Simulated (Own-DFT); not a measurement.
# Computed records: GaP (zincblende, strongly disordered by large displacements), InAs (zincblende, strongly disordered by large displacements)

A calculation, not a measurement: plane-wave PBE density functional theory by an unreviewed code, no spin, of a simulated periodic cell, stress positive in tension, free energy of the whole cell less one offset for each atom, forces on such cells passed a denser k mesh, this cell's mesh not checked; broken bonds can close the gap or carry spin, so checks made on this kind of crystal may not hold here; offsets are fitted by least squares, one for each functional and potential file, so energies compare only between cells with the same atoms and settings and are not formation energies; the far tail of each file's local potential was reset to the Coulomb form; each entry is a single point on an unrelaxed cell, so the pressure reflects the starting lattice, mostly measured values (interpolated for alloys), from which strain is counted, and rises with the displacements; printed positions are rounded, which can move forces by about a meV/angstrom; the program, named Own-DFT, is a retired in-house code; no spin-orbit coupling. Program: Own-DFT development build.

Settings shared by all entries: functional PBE; potential files PseudoDojo norm-conserving, scalar-relativistic, standard set; wave cutoff 42 hartree; occupations Fermi-Dirac; smearing width 0.1 eV; k mesh 3 x 3 x 3 centred on Gamma.

(1) 
```cif
# cell vector a (Å): 10.9010 0.0000 0.0000
# cell vector b (Å): 0.0000 10.9010 0.0000
# cell vector c (Å): 0.0000 0.0000 10.9010
data_GaP
_symmetry_space_group_name_H-M 'P 1'
_symmetry_Int_Tables_number 1
_cell_length_a 10.9010
_cell_length_b 10.9010
_cell_length_c 10.9010
_cell_angle_alpha 90.000
_cell_angle_beta 90.000
_cell_angle_gamma 90.000
_cell_volume 1295.39
loop_
_atom_site_label
_atom_site_type_symbol
_atom_site_fract_x
_atom_site_fract_y
_atom_site_fract_z
_atom_site_occupancy
Ga1 Ga 0.00406 0.00076 0.01325 1
Ga2 Ga 0.02352 0.22359 0.26063 1
Ga3 Ga 0.22836 0.99377 0.23792 1
Ga4 Ga 0.24819 0.23926 0.00835 1
P1 P 0.13058 0.10357 0.13843 1
P2 P 0.10863 0.35557 0.37226 1
P3 P 0.38274 0.14832 0.36798 1
P4 P 0.37298 0.36448 0.11370 1
Ga5 Ga 0.00776 0.00539 0.53081 1
Ga6 Ga 0.01306 0.27222 0.75140 1
Ga7 Ga 0.25641 0.02680 0.73596 1
Ga8 Ga 0.27373 0.24812 0.50575 1
P5 P 0.13824 0.11837 0.64237 1
P6 P 0.12406 0.32737 0.89409 1
P7 P 0.34200 0.11019 0.86725 1
P8 P 0.38808 0.37061 0.62280 1
Ga9 Ga 0.98953 0.48538 0.02285 1
Ga10 Ga 0.00725 0.74039 0.26572 1
Ga11 Ga 0.25787 0.48156 0.29234 1
Ga12 Ga 0.22696 0.71194 0.99956 1
P9 P 0.13702 0.61888 0.12856 1
P10 P 0.12114 0.85928 0.38319 1
P11 P 0.35106 0.61556 0.36217 1
P12 P 0.36982 0.88308 0.11760 1
Ga13 Ga 0.97204 0.51389 0.48037 1
Ga14 Ga 0.00851 0.76860 0.72696 1
Ga15 Ga 0.26006 0.49111 0.77249 1
Ga16 Ga 0.23971 0.73069 0.49716 1
P13 P 0.10938 0.65334 0.58962 1
P14 P 0.12054 0.87315 0.85245 1
P15 P 0.38651 0.64604 0.87406 1
P16 P 0.38472 0.87549 0.62468 1
Ga17 Ga 0.48018 0.99331 0.00318 1
Ga18 Ga 0.52829 0.23222 0.25005 1
Ga19 Ga 0.77613 0.00867 0.27226 1
Ga20 Ga 0.76471 0.27653 0.97474 1
P17 P 0.63168 0.12409 0.14356 1
P18 P 0.63716 0.36965 0.35793 1
P19 P 0.87308 0.12521 0.36465 1
P20 P 0.87335 0.38213 0.12819 1
Ga21 Ga 0.52959 0.99745 0.49347 1
Ga22 Ga 0.50598 0.22642 0.75796 1
Ga23 Ga 0.75666 0.99444 0.75816 1
Ga24 Ga 0.79506 0.20213 0.50309 1
P21 P 0.63759 0.10116 0.61745 1
P22 P 0.61219 0.38361 0.86793 1
P23 P 0.89262 0.11636 0.89967 1
P24 P 0.91015 0.38429 0.63590 1
Ga25 Ga 0.51946 0.48168 0.99053 1
Ga26 Ga 0.51745 0.76075 0.25219 1
Ga27 Ga 0.75061 0.48250 0.25879 1
Ga28 Ga 0.75305 0.74585 0.00418 1
P25 P 0.61426 0.64647 0.12847 1
P26 P 0.62959 0.87395 0.36869 1
P27 P 0.85853 0.63980 0.34479 1
P28 P 0.88635 0.85439 0.13073 1
Ga29 Ga 0.49568 0.50022 0.48981 1
Ga30 Ga 0.51532 0.78047 0.77034 1
Ga31 Ga 0.74950 0.51369 0.77004 1
Ga32 Ga 0.76615 0.76149 0.52280 1
P29 P 0.61856 0.64767 0.64173 1
P30 P 0.63314 0.86099 0.87081 1
P31 P 0.88913 0.63269 0.89697 1
P32 P 0.86510 0.87359 0.61532 1
_calc_hardware 'one NVIDIA H100'
_calc_free_energy_of_cell_above_offsets '-2.959'  # eV
_calc_pressure 10.58  # GPa
_calc_stress_xx -10.64  # GPa
_calc_stress_yy -9.6  # GPa
_calc_stress_zz -11.51  # GPa
_calc_stress_yz -2.57  # GPa
_calc_stress_xz -1.63  # GPa
_calc_stress_xy -2.71  # GPa
_calc_wall_time 546.3  # s
```

Force:
```tsv
element	x (eV/Å)	y (eV/Å)	z (eV/Å)
Ga	0.544	-3.068	0.06
Ga	-1.953	0.272	-1.85
Ga	5.121	-4.518	5.022
Ga	1.747	-1.68	1.903
P	-2.851	4.676	-4.581
P	1.606	2.431	2.824
P	-0.175	-2.935	0.05
P	1.25	0.668	1.505
Ga	0.028	-0.928	-2.114
Ga	-0.154	-3.973	-0.412
Ga	1.468	-9.118	-1.09
Ga	-2.03	-0.049	0.016
P	-4.9	5.391	-4.69
P	-0.319	5.539	0.535
P	5.999	3.41	5.468
P	0.07	0.519	1.638
Ga	3.454	2.466	-2.455
Ga	1.252	0.258	-2.472
Ga	-3.614	-5.281	-5.206
Ga	3.068	4.329	-3.801
P	-3.063	-3.518	4.243
P	0.607	2.844	0.199
P	5.694	5.327	2.951
P	-1.797	-2.891	2.105
Ga	1.204	0.001	-0.334
Ga	-1.203	-1.322	0.65
Ga	0.003	0.086	-0.593
Ga	5.92	3.742	-2.4
P	-4.471	-5.474	4.541
P	1.529	1.255	2.46
P	-0.537	-2.116	0.531
P	-0.302	0.567	-0.649
Ga	2.518	1.679	-1.403
Ga	-3.482	3.417	1.244
Ga	-4.628	-5.882	-5.368
Ga	-0.47	-1.37	1.479
P	3.096	-3.11	-4.676
P	-1.884	-1.235	4.145
P	7.621	0.519	-0.674
P	-1.223	-3.498	1.795
Ga	-3.98	-0.723	-0.991
Ga	-0.744	0.269	-0.84
Ga	0.432	0.141	0.799
Ga	-4.058	5.374	6.289
P	1.436	2.699	2.295
P	3.374	-3.749	-3.555
P	-2.229	2.038	-3.262
P	-3.99	0.907	-1.749
Ga	-4.361	4.392	4.543
Ga	-3.669	0.362	-0.428
Ga	0.595	3.098	-2.332
Ga	-0.243	0.309	0.607
P	1.531	-3.818	-1.703
P	2.452	0.385	1.359
P	-1.43	-1.304	3.007
P	-0.228	2.184	0.357
Ga	0.99	0.424	-0.027
Ga	-6.189	-3.658	-5.361
Ga	0.807	0.648	-1.061
Ga	-5.547	-5.401	-5.329
P	0.885	-1.81	-1.444
P	4.861	5.328	5.718
P	0.29	-0.859	-1.926
P	4.271	5.332	4.435
```

(2) 
```cif
# cell vector a (Å): 10.9010 0.0000 0.0000
# cell vector b (Å): 0.0000 10.9010 0.0000
# cell vector c (Å): 0.0000 0.0000 10.9010
data_GaP
_symmetry_space_group_name_H-M 'P 1'
_symmetry_Int_Tables_number 1
_cell_length_a 10.9010
_cell_length_b 10.9010
_cell_length_c 10.9010
_cell_angle_alpha 90.000
_cell_angle_beta 90.000
_cell_angle_gamma 90.000
_cell_volume 1295.39
loop_
_atom_site_label
_atom_site_type_symbol
_atom_site_fract_x
_atom_site_fract_y
_atom_site_fract_z
_atom_site_occupancy
Ga1 Ga 0.98370 0.00078 0.01776 1
Ga2 Ga 0.99538 0.23413 0.24393 1
Ga3 Ga 0.23125 0.00960 0.23302 1
Ga4 Ga 0.22797 0.26900 0.98947 1
P1 P 0.14316 0.15288 0.15244 1
P2 P 0.13010 0.40610 0.35777 1
P3 P 0.38230 0.13921 0.36987 1
P4 P 0.40551 0.35840 0.12562 1
Ga5 Ga 0.00955 0.99968 0.47385 1
Ga6 Ga 0.00811 0.24256 0.75919 1
Ga7 Ga 0.25083 0.98610 0.76212 1
Ga8 Ga 0.24766 0.25014 0.48920 1
P5 P 0.16798 0.12969 0.64723 1
P6 P 0.12802 0.36841 0.89116 1
P7 P 0.36851 0.13413 0.88692 1
P8 P 0.36532 0.38958 0.61685 1
Ga9 Ga 0.01403 0.52057 0.99332 1
Ga10 Ga 0.99140 0.74008 0.32285 1
Ga11 Ga 0.21264 0.49419 0.24175 1
Ga12 Ga 0.27862 0.74243 0.00624 1
P9 P 0.11534 0.59024 0.11788 1
P10 P 0.11073 0.86519 0.37479 1
P11 P 0.35812 0.60397 0.37832 1
P12 P 0.39155 0.86942 0.11853 1
Ga13 Ga 0.00448 0.49736 0.50050 1
Ga14 Ga 0.97809 0.73774 0.73711 1
Ga15 Ga 0.25466 0.49528 0.76853 1
Ga16 Ga 0.23187 0.74943 0.50071 1
P13 P 0.16893 0.63965 0.61037 1
P14 P 0.12377 0.87443 0.87788 1
P15 P 0.37355 0.63186 0.86005 1
P16 P 0.37067 0.87709 0.59331 1
Ga17 Ga 0.49012 0.02531 0.00038 1
Ga18 Ga 0.50125 0.22151 0.26190 1
Ga19 Ga 0.75597 0.99008 0.27006 1
Ga20 Ga 0.74625 0.23955 0.98884 1
P17 P 0.63859 0.12944 0.13438 1
P18 P 0.62179 0.38088 0.40373 1
P19 P 0.87014 0.11629 0.39138 1
P20 P 0.88995 0.37695 0.11842 1
Ga21 Ga 0.51737 0.00953 0.48663 1
Ga22 Ga 0.48196 0.26315 0.78141 1
Ga23 Ga 0.74099 0.99808 0.74474 1
Ga24 Ga 0.70729 0.21587 0.50141 1
P21 P 0.60849 0.11552 0.59594 1
P22 P 0.61770 0.35701 0.88645 1
P23 P 0.89008 0.10935 0.90007 1
P24 P 0.85513 0.40790 0.64319 1
Ga25 Ga 0.49260 0.51346 0.97568 1
Ga26 Ga 0.51049 0.78008 0.23232 1
Ga27 Ga 0.75567 0.48920 0.24378 1
Ga28 Ga 0.77704 0.72648 0.98512 1
P25 P 0.62838 0.64786 0.13956 1
P26 P 0.63194 0.83990 0.38091 1
P27 P 0.87298 0.62515 0.36177 1
P28 P 0.91027 0.88654 0.13299 1
Ga29 Ga 0.50506 0.50964 0.45884 1
Ga30 Ga 0.49132 0.74012 0.76185 1
Ga31 Ga 0.73983 0.50675 0.77313 1
Ga32 Ga 0.73850 0.74821 0.48175 1
P29 P 0.64885 0.64226 0.63642 1
P30 P 0.62474 0.86167 0.86665 1
P31 P 0.87045 0.63579 0.87423 1
P32 P 0.85558 0.88307 0.64852 1
_calc_hardware 'one NVIDIA H100'
_calc_free_energy_of_cell_above_offsets '8.861'  # eV
_calc_pressure 12.87  # GPa
_calc_stress_xx -12.43  # GPa
_calc_stress_yy -13.59  # GPa
_calc_stress_zz -12.59  # GPa
_calc_stress_yz 4.14  # GPa
_calc_stress_xz 0.75  # GPa
_calc_stress_xy -0.69  # GPa
_calc_wall_time 552.2  # s
```

Force:
```tsv
element	x (eV/Å)	y (eV/Å)	z (eV/Å)
Ga	5.935	1.217	-1.482
Ga	-2.246	2.228	2.151
Ga	3.176	-3.773	2.184
Ga	7.229	-5.278	6.67
P	-0.62	0.946	-4.153
P	-6.423	-9.2	9.002
P	-4.064	-4.47	2.92
P	-2.163	1.607	-0.973
Ga	-0.398	0.803	4.513
Ga	-0.659	0.315	-0.797
Ga	1.809	-0.708	-0.57
Ga	-0.017	1.448	0.561
P	-2.984	0.896	-2.087
P	-5.728	5.944	-6.141
P	-2.114	-0.72	-0.636
P	1.331	-0.588	0.763
Ga	-5.107	-3.733	-4.938
Ga	3.064	3.227	-6.232
Ga	9.877	3.252	-5.336
Ga	-3.085	-0.158	-0.075
P	3.493	8.1	2.708
P	5.575	3.133	-0.272
P	-1.598	2.951	-2.519
P	-3.088	3.746	-1.071
Ga	-0.278	0.892	1.052
Ga	2.762	1.256	-0.962
Ga	-0.729	-0.752	-1.952
Ga	5.687	6.991	-7.266
P	-7.657	-8.584	8.884
P	-0.61	-1.126	1.198
P	-1.817	-1.757	1.909
P	1.005	0.426	2.077
Ga	2.365	-1.855	0.971
Ga	3.885	4.397	-3.526
Ga	0.093	-0.826	-1.821
Ga	1.861	0.166	1.715
P	-0.238	-1.596	0.368
P	3.798	-3.777	-3.885
P	-0.38	2.202	-0.936
P	-1.233	-0.492	-0.674
Ga	-4.612	-5.394	-3.92
Ga	-1.319	0.053	-3.87
Ga	-2.022	2.029	2.006
Ga	7.307	7.247	-4.992
P	-2.101	-1.743	12.24
P	1.379	2.864	-0.333
P	-2.987	3.258	-4.656
P	2.449	-3.207	-1.636
Ga	1.17	-1.18	3.168
Ga	0.305	-2.598	2.799
Ga	-1.069	-0.166	0.008
Ga	-6.315	7.048	7.745
P	1.545	-2.769	-2.678
P	-5.211	7.375	-4.509
P	-6.507	-6.886	3.585
P	-4.144	-5.502	4.891
Ga	-1.689	2.358	4.604
Ga	2.546	2.97	-4.453
Ga	-1.034	-0.187	0.059
Ga	6.223	-4.168	6.241
P	-2.3	-1.115	-0.133
P	-0.104	1.469	1.691
P	5.613	-6.521	-4.496
P	3.169	-1.984	-4.701
```

(3) 
```cif
# cell vector a (Å): 10.9010 0.0000 0.0000
# cell vector b (Å): 0.0000 10.9010 0.0000
# cell vector c (Å): 0.0000 0.0000 10.9010
data_GaP
_symmetry_space_group_name_H-M 'P 1'
_symmetry_Int_Tables_number 1
_cell_length_a 10.9010
_cell_length_b 10.9010
_cell_length_c 10.9010
_cell_angle_alpha 90.000
_cell_angle_beta 90.000
_cell_angle_gamma 90.000
_cell_volume 1295.39
loop_
_atom_site_label
_atom_site_type_symbol
_atom_site_fract_x
_atom_site_fract_y
_atom_site_fract_z
_atom_site_occupancy
Ga1 Ga 0.02725 0.01193 0.00232 1
Ga2 Ga 0.98432 0.24902 0.26055 1
Ga3 Ga 0.29232 0.00666 0.25054 1
Ga4 Ga 0.25359 0.24608 0.97089 1
P1 P 0.11668 0.17653 0.12343 1
P2 P 0.10393 0.35767 0.37506 1
P3 P 0.35806 0.12893 0.38242 1
P4 P 0.37427 0.36061 0.08741 1
Ga5 Ga 0.01640 0.99263 0.51831 1
Ga6 Ga 0.98085 0.24512 0.75086 1
Ga7 Ga 0.24707 0.97140 0.74257 1
Ga8 Ga 0.25179 0.24665 0.53576 1
P5 P 0.13349 0.13013 0.61473 1
P6 P 0.10229 0.36668 0.89091 1
P7 P 0.40511 0.15023 0.86916 1
P8 P 0.35064 0.37642 0.61949 1
Ga9 Ga 0.02064 0.48212 0.98178 1
Ga10 Ga 0.02042 0.71769 0.27621 1
Ga11 Ga 0.23206 0.50079 0.25567 1
Ga12 Ga 0.25961 0.73680 0.99486 1
P9 P 0.10314 0.61623 0.11872 1
P10 P 0.11300 0.87436 0.36702 1
P11 P 0.37042 0.66785 0.34597 1
P12 P 0.37167 0.88108 0.11030 1
Ga13 Ga 0.01340 0.46314 0.50667 1
Ga14 Ga 0.00232 0.77297 0.77330 1
Ga15 Ga 0.24397 0.52461 0.74705 1
Ga16 Ga 0.22389 0.76237 0.51349 1
P13 P 0.11539 0.62027 0.61959 1
P14 P 0.14623 0.86489 0.85375 1
P15 P 0.36766 0.62400 0.90000 1
P16 P 0.38917 0.88843 0.62403 1
Ga17 Ga 0.46771 0.99455 0.01551 1
Ga18 Ga 0.48765 0.28106 0.24143 1
Ga19 Ga 0.75558 0.00574 0.23373 1
Ga20 Ga 0.74460 0.26227 0.00081 1
P17 P 0.63368 0.10372 0.13736 1
P18 P 0.63693 0.37697 0.37553 1
P19 P 0.85389 0.11193 0.34824 1
P20 P 0.85361 0.35626 0.14595 1
Ga21 Ga 0.50419 0.01210 0.50804 1
Ga22 Ga 0.49877 0.24850 0.76931 1
Ga23 Ga 0.74505 0.00138 0.75534 1
Ga24 Ga 0.75624 0.25198 0.53306 1
P21 P 0.63839 0.11324 0.62223 1
P22 P 0.61082 0.34979 0.89964 1
P23 P 0.86786 0.12987 0.88463 1
P24 P 0.87436 0.38674 0.60350 1
Ga25 Ga 0.52725 0.50753 0.02472 1
Ga26 Ga 0.48924 0.77234 0.29121 1
Ga27 Ga 0.72489 0.47599 0.27090 1
Ga28 Ga 0.73917 0.75697 0.98422 1
P25 P 0.63344 0.64600 0.12789 1
P26 P 0.62529 0.87562 0.37284 1
P27 P 0.86677 0.61702 0.36093 1
P28 P 0.89630 0.87387 0.12120 1
Ga29 Ga 0.54146 0.50232 0.50883 1
Ga30 Ga 0.51073 0.75471 0.74055 1
Ga31 Ga 0.71769 0.49383 0.74700 1
Ga32 Ga 0.73331 0.76207 0.50362 1
P29 P 0.66110 0.63943 0.63374 1
P30 P 0.62219 0.85074 0.88130 1
P31 P 0.87928 0.61590 0.87525 1
P32 P 0.90538 0.84477 0.59772 1
_calc_hardware 'one NVIDIA H100'
_calc_free_energy_of_cell_above_offsets '3.243'  # eV
_calc_pressure 11.31  # GPa
_calc_stress_xx -11.6  # GPa
_calc_stress_yy -11.94  # GPa
_calc_stress_zz -10.4  # GPa
_calc_stress_yz 1.6  # GPa
_calc_stress_xz 1.9  # GPa
_calc_stress_xy -4.5  # GPa
_calc_wall_time 565.2  # s
```

Force:
```tsv
element	x (eV/Å)	y (eV/Å)	z (eV/Å)
Ga	-0.863	-0.02	0.5
Ga	-1.429	-1.155	-0.337
Ga	-3.763	-1.114	-1.341
Ga	-1.118	-0.33	0.349
P	2.197	-3.131	-1.042
P	4.085	-0.167	-0.255
P	2.7	2.391	1.895
P	0.506	2.769	2.678
Ga	-1.141	0.782	-2.532
Ga	0.506	0.469	-0.655
Ga	2.549	4.853	-2.388
Ga	-0.034	-0.337	-5.733
P	-3.41	-3.146	4.262
P	5.999	-6.781	-8.044
P	-7.57	-9.274	6.152
P	4.921	4.113	3.041
Ga	-7.175	7.552	6.522
Ga	-1.582	1.018	-1.231
Ga	0.815	-0.187	-1.009
Ga	-3.939	2.87	3.237
P	2.093	0.231	-0.376
P	2.016	1.452	0.104
P	-8.711	-8.78	5.467
P	-3.514	-5.133	4.012
Ga	0.967	4.875	-1.263
Ga	-3.39	-3.438	-2.186
Ga	0.294	-1.228	1.08
Ga	1.74	0.166	-1.3
P	-0.728	0.296	0.572
P	-0.597	-0.136	5.718
P	4.345	-3.553	-4.396
P	-0.574	-1.968	-0.298
Ga	6.082	5.26	-4.315
Ga	0.469	-2.246	0.735
Ga	1.203	-5.772	-0.512
Ga	2.142	-3.164	2.344
P	-5.126	3.773	-3.661
P	-6.447	-7.285	6.814
P	3.339	2.791	5.98
P	0.32	2.332	-1.328
Ga	-0.313	0.029	-2.368
Ga	4.94	5.424	-8.858
Ga	1.129	-1.611	1.019
Ga	-0.566	-1.904	-3.616
P	-1.161	1.551	1.321
P	-0.521	4.448	-2.445
P	0.244	-1.162	-0.469
P	-2.121	-0.709	5.12
Ga	-1.816	-0.319	-0.785
Ga	5.92	4.226	-6.429
Ga	6.843	7.868	-7.917
Ga	5.529	-2.886	3.572
P	-0.232	-0.516	2.053
P	1.801	3.256	1.189
P	-0.936	-0.73	2.126
P	-0.478	-0.424	-0.335
Ga	-2.124	0.799	0.066
Ga	-1.247	-1.001	0.354
Ga	2.874	-2.247	2.677
Ga	2.926	0.34	-2.522
P	-3.696	-0.337	0.05
P	-3.194	5.339	-2.834
P	-0.47	0.14	-0.238
P	-1.505	0.776	2.005
```

(4) 
```cif
# cell vector a (Å): 12.1166 0.0000 0.0000
# cell vector b (Å): 0.0000 12.1166 0.0000
# cell vector c (Å): 0.0000 0.0000 12.1166
data_InAs
_symmetry_space_group_name_H-M 'P 1'
_symmetry_Int_Tables_number 1
_cell_length_a 12.1166
_cell_length_b 12.1166
_cell_length_c 12.1166
_cell_angle_alpha 90.000
_cell_angle_beta 90.000
_cell_angle_gamma 90.000
_cell_volume 1778.86
loop_
_atom_site_label
_atom_site_type_symbol
_atom_site_fract_x
_atom_site_fract_y
_atom_site_fract_z
_atom_site_occupancy
In1 In 0.99374 0.99088 0.97600 1
In2 In 0.97883 0.25432 0.25429 1
In3 In 0.19835 0.00638 0.25551 1
In4 In 0.25691 0.31515 0.00494 1
As1 As 0.14535 0.14431 0.14709 1
As2 As 0.13577 0.40148 0.40884 1
As3 As 0.40775 0.09366 0.39341 1
As4 As 0.36262 0.34071 0.13549 1
In5 In 0.98091 0.98606 0.47932 1
In6 In 0.02678 0.24426 0.76641 1
In7 In 0.28740 0.02181 0.77792 1
In8 In 0.27418 0.24598 0.46128 1
As5 As 0.11785 0.05780 0.60827 1
As6 As 0.12291 0.39589 0.93342 1
As7 As 0.37651 0.15714 0.88209 1
As8 As 0.37402 0.35138 0.60595 1
In9 In 0.97794 0.51943 0.03197 1
In10 In 0.03881 0.75639 0.27722 1
In11 In 0.27084 0.47133 0.22629 1
In12 In 0.29504 0.76394 0.01583 1
As9 As 0.18381 0.63740 0.06700 1
As10 As 0.14209 0.88706 0.36259 1
As11 As 0.33716 0.56912 0.34840 1
As12 As 0.34730 0.91239 0.17776 1
In13 In 0.00957 0.50234 0.52300 1
In14 In 0.98223 0.79317 0.78090 1
In15 In 0.27953 0.47186 0.71622 1
In16 In 0.22576 0.79219 0.50101 1
As13 As 0.11766 0.60246 0.60763 1
As14 As 0.12354 0.84898 0.85697 1
As15 As 0.33462 0.55012 0.89961 1
As16 As 0.38646 0.83841 0.55832 1
In17 In 0.49971 0.99752 0.97601 1
In18 In 0.50104 0.30440 0.25223 1
In19 In 0.73373 0.98192 0.26230 1
In20 In 0.78500 0.29956 0.01683 1
As17 As 0.62614 0.16543 0.16652 1
As18 As 0.62821 0.40554 0.39555 1
As19 As 0.90064 0.11115 0.31468 1
As20 As 0.88263 0.37426 0.17338 1
In21 In 0.46780 0.98758 0.55629 1
In22 In 0.52474 0.23163 0.72648 1
In23 In 0.74928 0.93823 0.74692 1
In24 In 0.71887 0.22945 0.48848 1
As21 As 0.61625 0.11526 0.62730 1
As22 As 0.68003 0.36416 0.87013 1
As23 As 0.90511 0.10301 0.87267 1
As24 As 0.86789 0.36177 0.63220 1
In25 In 0.49136 0.57573 0.98668 1
In26 In 0.50907 0.77632 0.27866 1
In27 In 0.70979 0.49425 0.22038 1
In28 In 0.74555 0.71920 0.00868 1
As25 As 0.63507 0.60463 0.06819 1
As26 As 0.62801 0.88746 0.35596 1
As27 As 0.86688 0.62086 0.37645 1
As28 As 0.85342 0.83083 0.15743 1
In29 In 0.50327 0.50007 0.46761 1
In30 In 0.51023 0.71913 0.73507 1
In31 In 0.73611 0.50645 0.74693 1
In32 In 0.75517 0.78392 0.49739 1
As29 As 0.59288 0.54618 0.61163 1
As30 As 0.65659 0.85478 0.86230 1
As31 As 0.85244 0.59702 0.89095 1
As32 As 0.87889 0.90473 0.64444 1
_calc_hardware 'one NVIDIA H200'
_calc_free_energy_of_cell_above_offsets '45.992'  # eV
_calc_pressure 17.47  # GPa
_calc_stress_xx -20.13  # GPa
_calc_stress_yy -16.05  # GPa
_calc_stress_zz -16.22  # GPa
_calc_stress_yz 0.22  # GPa
_calc_stress_xz -3.33  # GPa
_calc_stress_xy -3.02  # GPa
_calc_wall_time 1225  # s
```

Force:
```tsv
element	x (eV/Å)	y (eV/Å)	z (eV/Å)
In	3.918	-4.833	5.514
In	9.746	1.065	1.584
In	3.026	6.002	-2.578
In	0.725	-6.839	-4.091
As	-2.26	3.589	-3.522
As	1.03	-1.993	-2.965
As	-0.767	1.266	-2.41
As	5.945	-0.908	2.758
In	-0.577	0.601	-1.585
In	0.073	0.152	-0.691
In	-2.671	-2.672	-2.262
In	-1.159	-1.394	-0.168
As	2.003	2.016	1.836
As	-7.134	3.407	-5.913
As	1.5	2.078	1.228
As	2.914	-1.884	-0.898
In	1.311	0.054	1.194
In	-3.494	-4.246	-2.931
In	-6.952	-1.589	-5.076
In	4.475	6.332	-2.311
As	-6.105	-6.574	3.688
As	-3.628	-2.913	5.962
As	4.512	8.017	8.462
As	4.288	-1.894	-2.457
In	-9.171	-5.18	-4.187
In	-7.442	-5.73	-3.914
In	-2.747	2.275	0.977
In	-4.71	-5.011	1.285
As	7.365	7.807	6.221
As	9.812	4.002	5.304
As	-4.411	0.358	-1.83
As	2.501	-7.959	3.768
In	0.233	0.13	1.386
In	2.736	-1.779	3.064
In	6.243	6.589	-6.64
In	0.105	-3.257	0.425
As	1.283	-1.491	-1.815
As	6.786	-5.621	-4.463
As	-4.619	-7.182	4.421
As	-3.588	7.364	-3.449
In	4.553	8.104	0.076
In	-3.69	5.326	4.749
In	-3.074	8.513	0.006
In	2.101	0.36	-0.809
As	4.156	-5.623	-2.458
As	-3.638	-1.214	-0.999
As	-5.026	5.07	-3.671
As	0.431	-0.302	-0.191
In	-4.821	-1.814	-3.189
In	-5.227	-4.588	-2.756
In	1.16	0.173	1.731
In	6.584	8.64	-2.536
As	1.104	-4.516	9.061
As	-2.937	-1.661	9.257
As	0.438	0.387	-0.009
As	1.281	0.757	-0.791
In	-11.59	3.336	-2.066
In	-0.369	-0.129	-0.32
In	1.573	0.183	-1.473
In	0.394	-1.52	-0.098
As	3.252	4.133	6.366
As	-7.04	-4.653	7.141
As	1.939	1.258	-2.109
As	7.35	-2.376	-7.836
```
